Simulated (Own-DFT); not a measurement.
# How strain changes the stress of 4H SiC, 72 atoms (C36Si36)

Calculated results; nothing here was measured. The program, named Own-DFT, is a retired in-house plane-wave density functional code that no person has reviewed. Each row is one single-point run on a periodic cell that was not relaxed, without spin or spin-orbit coupling.

Settings of every run: PBE; PseudoDojo norm-conserving scalar-relativistic files; cutoff 42 hartree; 4 x 4 x 3 k mesh centred on Gamma; Fermi-Dirac smearing of 0.1 eV.

Known limits: forces on such cells passed a denser k mesh, each cell not checked; stress not checked against mesh or cutoff.

Unstrained cell vectors in Å: (9.248, 0.000, 0.000); (-4.624, 8.009, 0.000); (0.000, 0.000, 10.068). The unstrained cell has measured lattice constants (interpolated for alloys), not those of this functional. That, the random moves and any unrelaxed bonds set the pressure at no strain. Each run strains this cell uniformly, with the atoms carried along. Every atom was also moved at random, by a Gaussian of width 0.05 Å on each axis. Strain is the symmetric tensor, in per cent. Stress is positive in tension, and the pressure is minus a third of its trace.

| run | e_xx (%) | e_yy (%) | e_zz (%) | e_yz (%) | e_xz (%) | e_xy (%) | s_xx (GPa) | s_yy (GPa) | s_zz (GPa) | s_yz (GPa) | s_xz (GPa) | s_xy (GPa) | P (GPa) | E (meV/atom) |
|---|---|---|---|---|---|---|---|---|---|---|---|---|---|---|
| 1 | 0.84 | -0.26 | 0.81 | -0.44 | 0.51 | -1.51 | 2.22 | -8.08 | -1.94 | -1.97 | 2.58 | -6.40 | 2.60 | 21.8 |
| 2 | -1.35 | -0.84 | 1.71 | -1.75 | -1.45 | -1.05 | -14.52 | -11.05 | 3.93 | -7.01 | -3.72 | -4.16 | 7.21 | 43.5 |
| 3 | 1.09 | 1.56 | 0.02 | -0.57 | -1.97 | 1.13 | 2.73 | 4.55 | -5.67 | -2.31 | -5.85 | 4.34 | -0.53 | 14.5 |
| 4 | 1.47 | 1.04 | 0.91 | 0.39 | 1.48 | 1.87 | 3.26 | 1.85 | -1.34 | 0.16 | 5.74 | 8.45 | -1.26 | 28.4 |
| 5 | 1.18 | 0.87 | 0.93 | 0.89 | -1.76 | 0.44 | 2.91 | 1.80 | -0.78 | 2.70 | -5.25 | 0.80 | -1.31 | 9.2 |
| 6 | -1.51 | -1.30 | -1.71 | -1.20 | -0.07 | -1.31 | -14.73 | -17.25 | -18.81 | -5.39 | -1.05 | -5.69 | 16.93 | 61.3 |
| 7 | -1.87 | 1.53 | 0.09 | 1.28 | 1.54 | -1.43 | -13.76 | 2.52 | -7.25 | 4.27 | 5.19 | -6.82 | 6.17 | 25.3 |
| 8 | 1.72 | 1.02 | 1.30 | 0.64 | 1.68 | -0.47 | 5.67 | 1.72 | 3.22 | 1.58 | 5.59 | -2.03 | -3.54 | 1.8 |
| 9 | 0.31 | -1.08 | -1.84 | 0.97 | -1.02 | -0.65 | -5.24 | -13.51 | -17.89 | 3.19 | -3.66 | -1.75 | 12.21 | 54.1 |
| 10 | -0.04 | 0.08 | 1.92 | -0.79 | 1.49 | 1.38 | -2.63 | -4.40 | 5.17 | -2.66 | 4.78 | 5.61 | 0.62 | 0.0 |
| 11 | -1.20 | -0.72 | -1.30 | 1.69 | -1.62 | 0.86 | -11.91 | -10.51 | -16.43 | 5.68 | -5.55 | 3.31 | 12.95 | 37.4 |
| 12 | -1.68 | 1.66 | 1.21 | -0.68 | 0.47 | -0.81 | -10.30 | 2.62 | 1.06 | -2.49 | 1.18 | -3.03 | 2.21 | 7.1 |
| 13 | -0.68 | -0.89 | -0.18 | 1.89 | -1.41 | -1.12 | -11.70 | -10.79 | -7.23 | 5.75 | -3.76 | -7.32 | 9.91 | 49.6 |
| 14 | 0.46 | -1.51 | -1.69 | -0.20 | -0.89 | 0.91 | -5.22 | -14.25 | -16.28 | -0.54 | -3.95 | 3.87 | 11.92 | 34.1 |
| 15 | -1.72 | -0.27 | 0.83 | 0.36 | 1.14 | 1.68 | -13.66 | -8.33 | -2.06 | 1.86 | 3.82 | 8.23 | 8.02 | 24.1 |
| 16 | -1.64 | -1.07 | 1.91 | -0.89 | -1.49 | 1.64 | -16.41 | -10.57 | 3.71 | -2.26 | -7.48 | 7.05 | 7.76 | 33.4 |
| 17 | 1.41 | -0.26 | 0.66 | -1.52 | 1.86 | 1.43 | ? | ? | ? | ? | ? | ? | ? | ? |

E is the free energy for each atom above the lowest run shown.

## Worked fit

Each stress component was fitted by least squares to a constant and the strains of the runs shown, as fractions, with shears doubled. Shear strains stay in the fit of a normal stress only where such slopes are resolved. The slopes, in GPa:

```
stress,at no strain,per e_xx,per e_yy,per e_zz,scatter
s_xx,-4.9,545 ± 30,144 ± 39,19 ± 32,1.46
s_yy,-5.8,69 ± 23,583 ± 30,61 ± 24,1.12
s_zz,-6.7,47 ± 17,8 ± 22,625 ± 18,0.81
```

Each shear stress against twice its own strain: yz 177 ± 8, xz 162 ± 10, xy 224 ± 9 GPa. These are stiffnesses along x, y and z of the frame in which the cell vectors are given, which need not be the crystal's axes. The atoms are held to the strained lattice; where symmetry lets them move under strain, relaxing them would lower some slopes. The table should be nearly symmetric about its diagonal, and what it lacks of that shows the noise. A ninth of its sum, 233 ± 5 GPa, estimates the bulk modulus near the mean pressure of these runs, 5.7 GPa, so it lies above the value at zero pressure.

## Withheld run

Question: what normal stresses and pressure should run 17 give?

The fit gives s_xx = 2.5, s_yy = -6.0, s_zz = -2.0 and P = 1.8 GPa. The calculation gave 2.58, -6.27, -1.34 and P = 1.68 GPa.
